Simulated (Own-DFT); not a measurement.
SiC (4H silicon carbide, strained, atoms displaced), GaAs (zincblende with one plane slipped along a stacking-fault path, atoms displaced) (calculated)

All values are calculated (Own-DFT development build). A calculation, not a measurement: plane-wave PBE density functional theory by an unreviewed code, no spin, of a simulated periodic cell, stress positive in tension, free energy of the whole cell less one offset for each atom, forces on such cells passed a denser k mesh, this cell's mesh not checked; offsets are fitted by least squares, one for each functional and potential file, so energies compare only between cells with the same atoms and settings and are not formation energies; the far tail of each file's local potential was reset to the Coulomb form; each entry is a single point on an unrelaxed cell, so the pressure reflects the starting lattice, mostly measured values (interpolated for alloys), from which strain is counted, and rises with the displacements; printed positions are rounded, which can move forces by about a meV/angstrom; the program, named Own-DFT, is a retired in-house code; no spin-orbit coupling; before rounding, a Quantum ESPRESSO 7.3.1 run of the same cell and cutoff gave forces within 1 meV/angstrom rms on each cell, which checks the program and not the settings.

Settings shared by all entries: functional PBE; potential files PseudoDojo norm-conserving, scalar-relativistic, standard set; wave cutoff 42 hartree; occupations Fermi-Dirac; smearing width 0.1 eV.

(1) SiC (4H silicon carbide, strained, atoms displaced)

```
SiC
1.0
      9.1750    -0.0363    -0.1612
     -4.6189     8.0440     0.0598
     -0.1755    -0.0261     9.8736
Si C Si C Si C Si C Si C Si C Si C Si C Si C Si C Si C Si C Si C Si C Si C Si C Si C Si C
2 2 2 2 2 2 2 2 2 2 2 2 2 2 2 2 2 2 2 2 2 2 2 2 2 2 2 2 2 2 2 2 2 2 2 2
Direct
  0.99545 0.00663 0.40553
  0.10123 0.22287 0.15376
  0.99914 0.99897 0.10130
  0.10328 0.22236 0.34055
  0.00515 0.34602 0.40904
  0.11516 0.55886 0.16046
  0.00219 0.33023 0.08883
  0.10883 0.55016 0.34505
  0.99450 0.66845 0.40731
  0.10829 0.87893 0.15988
  0.99295 0.66859 0.08912
  0.11263 0.89727 0.33790
  0.34035 0.00139 0.40445
  0.44641 0.22565 0.15745
  0.33686 0.00588 0.09363
  0.44442 0.22317 0.34727
  0.32521 0.33333 0.39802
  0.44060 0.54650 0.15614
  0.34247 0.33988 0.09090
  0.45069 0.56210 0.34506
  0.33305 0.66979 0.41110
  0.44610 0.89418 0.15282
  0.33619 0.66954 0.09630
  0.44444 0.89112 0.34769
  0.66036 0.00075 0.40215
  0.78160 0.22417 0.16631
  0.65515 0.99892 0.09238
  0.76621 0.21936 0.34633
  0.65127 0.32675 0.40727
  0.78118 0.56086 0.16098
  0.66136 0.33175 0.10007
  0.78217 0.55500 0.34274
  0.66693 0.67057 0.40395
  0.78147 0.89072 0.16074
  0.66144 0.66464 0.09762
  0.77636 0.88986 0.34599
  0.99259 0.00342 0.91063
  0.88423 0.77537 0.65682
  0.00630 0.99827 0.58978
  0.88792 0.77557 0.85136
  0.00545 0.65598 0.89389
  0.88267 0.45239 0.66150
  0.00343 0.66907 0.58672
  0.88831 0.44388 0.85384
  0.99605 0.33350 0.90125
  0.88325 0.11686 0.65298
  0.00079 0.33602 0.59981
  0.89473 0.11852 0.84427
  0.66331 0.98513 0.92135
  0.55626 0.76979 0.66511
  0.66810 0.00887 0.59494
  0.55596 0.77479 0.83932
  0.66724 0.66557 0.90190
  0.56001 0.46059 0.66001
  0.64818 0.66069 0.57728
  0.56178 0.44610 0.84359
  0.66208 0.33188 0.90718
  0.57054 0.12731 0.66069
  0.65974 0.32850 0.59437
  0.56089 0.11535 0.84678
  0.33967 0.99996 0.89507
  0.21199 0.76491 0.65440
  0.32451 0.98946 0.60169
  0.21867 0.77536 0.84799
  0.32943 0.66309 0.90988
  0.22605 0.44941 0.65852
  0.33574 0.67454 0.59729
  0.22112 0.44614 0.83960
  0.32630 0.33115 0.90272
  0.22707 0.11025 0.65820
  0.33673 0.33763 0.60160
  0.22073 0.10011 0.84265
```

- k mesh: 4 x 4 x 3 centred on Gamma
- free energy of cell above offsets: -4.363 eV
- pressure: 11.31 GPa
- stress xx: -9.17 GPa
- stress yy: -5.65 GPa
- stress zz: -19.11 GPa
- stress yz: -0.72 GPa
- stress xz: -6.35 GPa
- stress xy: -2.29 GPa

Force:
```tsv
element	x (eV/Å)	y (eV/Å)	z (eV/Å)
Si	1.703	-0.687	-0.161
Si	2.969	-0.667	0.08
C	-0.151	0.311	-1.141
C	-0.455	0.833	0.654
Si	-0.735	-3.083	0.694
Si	-0.88	-0.318	-1.709
C	-2.109	1.5	0.683
C	-0.472	2.561	0.38
Si	1.618	0.959	-1.917
Si	0.134	1.99	-2.344
C	2.002	-1.088	0.185
C	0.074	-1.122	2.682
Si	-2.023	-0.223	1.532
Si	-0.163	-0.902	-0.264
C	-0.548	-0.94	-0.582
C	-2.633	-0.804	-0.832
Si	1.301	0.593	2.164
Si	-0.1	2.554	0.288
C	-1.83	-2.032	0.18
C	-1.907	-1.509	-0.463
Si	0.781	-0.099	-0.87
Si	-1.238	-0.953	1.203
C	-0.189	-0.417	0.101
C	-0.487	-1.201	-1.327
Si	1.651	0.158	1.712
Si	-1.159	0.09	-2.797
C	2.759	0.695	3.365
C	1.218	0.918	1.06
Si	2.895	2.176	0.172
Si	-0.599	-1.114	-1.934
C	1.494	1.02	-0.738
C	-2.036	-0.514	1.703
Si	1.206	-0.22	-2.584
Si	-1.193	-0.939	-0.873
C	0.469	0.733	-0.747
C	-0.939	0.253	0.187
Si	2.511	-0.783	-0.371
Si	0.01	1.115	-0.559
C	-2	0.3	1.092
C	0.177	0.133	-1.794
Si	-2.828	2.689	3.641
Si	1.488	-1.394	-1.24
C	-2.419	-1.353	2.338
C	-1.049	-1.002	-2.288
Si	1.34	-0.145	0.658
Si	2.47	-0.701	0.432
C	-0.79	1.1	-0.719
C	-1.385	-1.534	0.131
Si	-0.17	2.565	-4.953
Si	-1.428	2.69	-3.999
C	-0.247	-1.767	-0.402
C	-0.452	-0.277	3.523
Si	0.4	-0.448	2.281
Si	0.357	-3.065	-1.397
C	2.285	1.535	4.633
C	-1.634	0.288	0.348
Si	0.789	-0.013	1.707
Si	-1.455	-4.117	0.054
C	-0.354	3.415	0.024
C	0.927	-0.829	0.138
Si	-0.728	-0.018	2.235
Si	1.439	2.825	1.092
C	1.541	1.447	-1.311
C	1.651	-0.143	-1.453
Si	0.461	0.186	-0.6
Si	-0.01	-0.425	-1.46
C	0.342	-1.524	-0.016
C	-0.359	0.012	1.996
Si	1.568	-0.578	-0.225
Si	-0.582	0.149	-0.806
C	-0.603	-0.531	-1.598
C	-1.688	1.685	1.126
```

(2) SiC (4H silicon carbide, strained, atoms displaced)

```
SiC
1.0
      9.2265    -0.0089    -0.0157
     -4.6209     7.9469    -0.0578
     -0.0171    -0.0826    10.0300
Si C Si C Si C Si C Si C Si C Si C Si C Si C Si C Si C Si C Si C Si C Si C Si C Si C Si C
2 2 2 2 2 2 2 2 2 2 2 2 2 2 2 2 2 2 2 2 2 2 2 2 2 2 2 2 2 2 2 2 2 2 2 2
Direct
  0.01030 0.00643 0.40914
  0.11642 0.22343 0.16291
  0.98991 0.99381 0.08875
  0.11226 0.21697 0.33733
  0.99745 0.32952 0.40630
  0.11429 0.55969 0.15259
  0.99387 0.33372 0.09354
  0.11387 0.55524 0.34782
  0.00127 0.66119 0.41445
  0.11654 0.89115 0.15890
  0.00342 0.66195 0.09310
  0.10759 0.88242 0.33855
  0.32943 0.00416 0.40511
  0.44798 0.22044 0.15860
  0.33112 0.99452 0.08734
  0.45848 0.23355 0.34540
  0.33234 0.32288 0.40700
  0.44391 0.55468 0.15774
  0.32807 0.33088 0.08942
  0.44034 0.56824 0.34169
  0.34223 0.66930 0.40501
  0.43644 0.89279 0.16225
  0.32864 0.67565 0.08937
  0.43945 0.89139 0.33867
  0.67508 0.01371 0.40342
  0.77619 0.22164 0.15230
  0.66657 0.00369 0.09076
  0.78972 0.23249 0.33875
  0.66592 0.32875 0.40229
  0.76914 0.55283 0.15583
  0.66509 0.33541 0.09520
  0.78104 0.55598 0.34507
  0.66813 0.67386 0.41574
  0.78261 0.89913 0.16099
  0.67455 0.67483 0.09178
  0.76947 0.88780 0.34783
  0.00907 0.00975 0.90695
  0.89142 0.77868 0.65097
  0.99514 0.99539 0.58940
  0.88871 0.77268 0.83793
  0.00058 0.67853 0.90945
  0.89188 0.44273 0.65768
  0.99757 0.67642 0.58596
  0.87922 0.43327 0.84423
  0.00220 0.33403 0.91278
  0.89134 0.11241 0.65688
  0.00922 0.33590 0.60641
  0.88335 0.10191 0.83175
  0.66932 0.01095 0.90063
  0.55357 0.77520 0.65474
  0.67005 0.99709 0.58336
  0.56059 0.77684 0.85696
  0.66912 0.67323 0.91647
  0.55018 0.44633 0.65095
  0.67802 0.67675 0.59273
  0.55691 0.45315 0.83740
  0.66359 0.32977 0.91423
  0.55780 0.11402 0.65710
  0.66662 0.33323 0.58616
  0.56192 0.11108 0.84685
  0.33192 0.00071 0.90467
  0.20694 0.77037 0.66161
  0.33739 0.99347 0.59127
  0.21857 0.78005 0.83372
  0.33460 0.66946 0.91245
  0.22588 0.45317 0.66454
  0.34119 0.67770 0.59007
  0.22800 0.45301 0.84016
  0.33452 0.33766 0.90398
  0.21705 0.10621 0.65946
  0.33049 0.33602 0.59752
  0.21087 0.10166 0.84105
```

* k mesh: 4 x 4 x 3 centred on Gamma
* free energy of cell above offsets: -5.441 eV
* pressure: 8.63 GPa
* stress xx: -6.96 GPa
* stress yy: -5.78 GPa
* stress zz: -13.16 GPa
* stress yz: -2.36 GPa
* stress xz: -0.45 GPa
* stress xy: -0.58 GPa

Force:
```tsv
element	x (eV/Å)	y (eV/Å)	z (eV/Å)
Si	-1.442	-2.203	-1.407
Si	-1.607	-0.749	-3.446
C	2.135	1.688	1.304
C	0.023	0.738	2.837
Si	1.819	1.778	0.968
Si	-0.336	-0.896	1.423
C	1.894	-0.067	0.759
C	0.296	-0.201	-0.441
Si	-0.262	0.306	-4.039
Si	-1.516	-1.101	-1.711
C	-1.966	1.161	0.217
C	-0.025	1.122	1.861
Si	1.185	-0.893	0.251
Si	-1.196	0.121	-1.08
C	-0.784	1.617	1.128
C	-2.395	-2.553	-1.065
Si	-1.129	2.776	0.331
Si	-0.356	1.316	-0.981
C	1.175	0.305	1.021
C	4.064	-3.143	0.115
Si	-3.655	1.395	0.757
Si	2.194	-0.217	-2.255
C	1.537	-1.129	1.831
C	0.64	0.922	1.971
Si	-0.898	-1.648	-0.695
Si	0.111	0.39	0.304
C	-0.436	-0.308	0.47
C	-1.474	-1.355	0.219
Si	1.932	2.498	0.865
Si	1.78	1.672	0.832
C	-0.062	-0.816	0.386
C	-1.07	0.007	0.125
Si	0.321	-0.949	-2.888
Si	-1.057	-1.204	-0.349
C	-1.01	-0.959	2.457
C	1.744	1.435	-0.639
Si	-2.813	-2.93	-0.608
Si	-0.68	0.47	1.62
C	0.884	1.39	0.798
C	-1.024	1.537	0.947
Si	1.017	-2.404	-0.814
Si	-1.373	0.148	-0.003
C	1.464	-2.222	2.943
C	0.766	1.755	0.708
Si	-0.491	-0.271	-2.495
Si	-0.304	-0.566	-1.883
C	-1.154	-0.213	-2.701
C	0.793	1.465	3.542
Si	2.126	-2.733	1.529
Si	0.938	1.336	1.283
C	-0.777	1.146	2.383
C	-1.904	1.187	-2.286
Si	1.203	-0.538	-3.129
Si	1.908	0.545	0.441
C	-2.007	-1.929	1
C	0.431	-1.394	1.773
Si	-0.493	1.342	-2.452
Si	0.661	-0.498	-0.855
C	0.031	0.077	1.246
C	-3.125	0.592	-1.029
Si	0.466	-0.275	-1.068
Si	2.283	1.501	-3.528
C	-1.916	0.858	0.765
C	0.615	-0.45	3.934
Si	-0.053	0.881	-2.234
Si	0.74	0.459	-2.674
C	-1.257	-1.761	1.036
C	-0.523	-0.987	2.978
Si	0.301	-0.172	-0.863
Si	0.794	0.203	-1.57
C	-0.095	-0.963	-0.883
C	2.396	2.56	0.713
```

(3) GaAs (zincblende with one plane slipped along a stacking-fault path, atoms displaced)

```
GaAs
1.0
      5.6533    -5.6533     0.0000
      0.0000     5.6533    -5.6533
     11.9190    11.9190    10.0817
Ga As Ga As Ga As Ga As Ga As Ga As Ga As Ga As Ga As Ga As Ga As Ga As Ga As Ga As Ga As Ga As Ga As Ga As Ga As Ga As Ga As Ga As Ga As Ga As
1 1 1 1 1 1 1 1 1 1 1 1 1 1 1 1 1 1 1 1 1 1 1 1 1 1 1 1 1 1 1 1 1 1 1 1 1 1 1 1 1 1 1 1 1 1 1 1
Direct
  0.99865 0.99966 0.99839
  0.98348 0.96644 0.12241
  0.15725 0.30066 0.16809
  0.13448 0.26737 0.29157
  0.29211 0.08867 0.33329
  0.28359 0.06516 0.45737
  0.05427 0.11011 0.49986
  0.03608 0.08648 0.62680
  0.20486 0.41147 0.66414
  0.19005 0.38770 0.79242
  0.35490 0.20962 0.83253
  0.33686 0.17772 0.95821
  0.00206 0.49903 0.99980
  0.98819 0.47310 0.12453
  0.15095 0.80048 0.16600
  0.13417 0.76845 0.29168
  0.29648 0.58899 0.33341
  0.28224 0.56793 0.45829
  0.05969 0.60969 0.50053
  0.04150 0.58093 0.62414
  0.20479 0.91290 0.66490
  0.19559 0.88046 0.79071
  0.35256 0.70698 0.83224
  0.34834 0.67302 0.96083
  0.49932 0.99846 0.00053
  0.47912 0.96906 0.12660
  0.64946 0.29529 0.16483
  0.63010 0.26367 0.29389
  0.79726 0.09816 0.33277
  0.78052 0.06802 0.45838
  0.55419 0.10460 0.49811
  0.54610 0.08395 0.62518
  0.70639 0.40626 0.66691
  0.68610 0.37760 0.79156
  0.85521 0.20904 0.83236
  0.84103 0.18484 0.95676
  0.50217 0.50135 0.00026
  0.48376 0.47206 0.12474
  0.64734 0.79874 0.16661
  0.63546 0.77293 0.29358
  0.80029 0.59527 0.33533
  0.78378 0.56781 0.45620
  0.56230 0.61363 0.50041
  0.52944 0.57408 0.62432
  0.70763 0.91244 0.66548
  0.69646 0.88600 0.79224
  0.85155 0.70385 0.83297
  0.83739 0.67516 0.95777
```

- k mesh: 4 x 4 x 2 centred on Gamma
- stress yy: —
- pressure: —

**Q.** GaAs (zincblende with one plane slipped along a stacking-fault path, atoms displaced) (entry 3): stress yy?
**A.** -6.84 GPa

**Q.** What pressure does the calculation give for GaAs (zincblende with one plane slipped along a stacking-fault path, atoms displaced) (entry 3)?
**A.** 5.23 GPa

Further results for GaAs (zincblende with one plane slipped along a stacking-fault path, atoms displaced) (entry 3):

- free energy of cell above offsets: -14.096 eV
- stress xx: -6.05 GPa
- stress zz: -2.81 GPa
- stress yz: -0.4 GPa
- stress xz: 0.01 GPa
- stress xy: 1.75 GPa

Force:
```tsv
element	x (eV/Å)	y (eV/Å)	z (eV/Å)
Ga	-0.13	0.102	-0.199
As	0.386	0.595	-0.293
Ga	-0.921	-0.061	0.292
As	0.031	0.05	0.078
Ga	0.121	-0.002	-0.061
As	-1.965	-1.318	0.227
Ga	1.878	1.778	-0.053
As	0.158	-0.825	-0.287
Ga	0.109	0.668	0.663
As	-0.22	-0.74	-0.052
Ga	-0.313	0.22	0.343
As	0.054	-0.267	0.092
Ga	0.322	0.132	-0.377
As	0.184	-0.025	0.153
Ga	-0.398	0.281	0.556
As	-0.116	-0.303	0.103
Ga	0.053	0.228	-0.231
As	-0.868	-2.985	0.14
Ga	0.672	2.762	-0.123
As	0.084	0.492	-0.353
Ga	0.072	-0.078	0.209
As	-0.334	0.539	-0.189
Ga	0.77	0.094	0.13
As	-1.011	0.449	-0.691
Ga	0.083	0.051	-0.189
As	0.265	-0.533	-0.514
Ga	0.277	0.435	0.164
As	-0.25	-0.028	-0.819
Ga	0.142	-0.02	0.256
As	-1.157	-3.068	-0.077
Ga	1.61	2.955	0.199
As	-0.507	0.078	-0.227
Ga	-0.236	0.275	-0.139
As	0.245	-0.138	-0.366
Ga	-0.032	0.156	0.079
As	-0.17	-0.165	0.66
Ga	0.268	-0.367	0.426
As	0.509	-0.26	-0.152
Ga	0.171	0.008	0.26
As	-0.162	-0.47	0.032
Ga	-0.666	-0.273	-0.282
As	-0.653	-2.033	0.456
Ga	0.884	2.341	-0.128
As	1.169	-0.387	-0.606
Ga	-0.302	0.175	0.919
As	-0.425	-0.144	0.068
Ga	0.147	-0.2	-0.104
As	0.178	-0.172	0.008
```
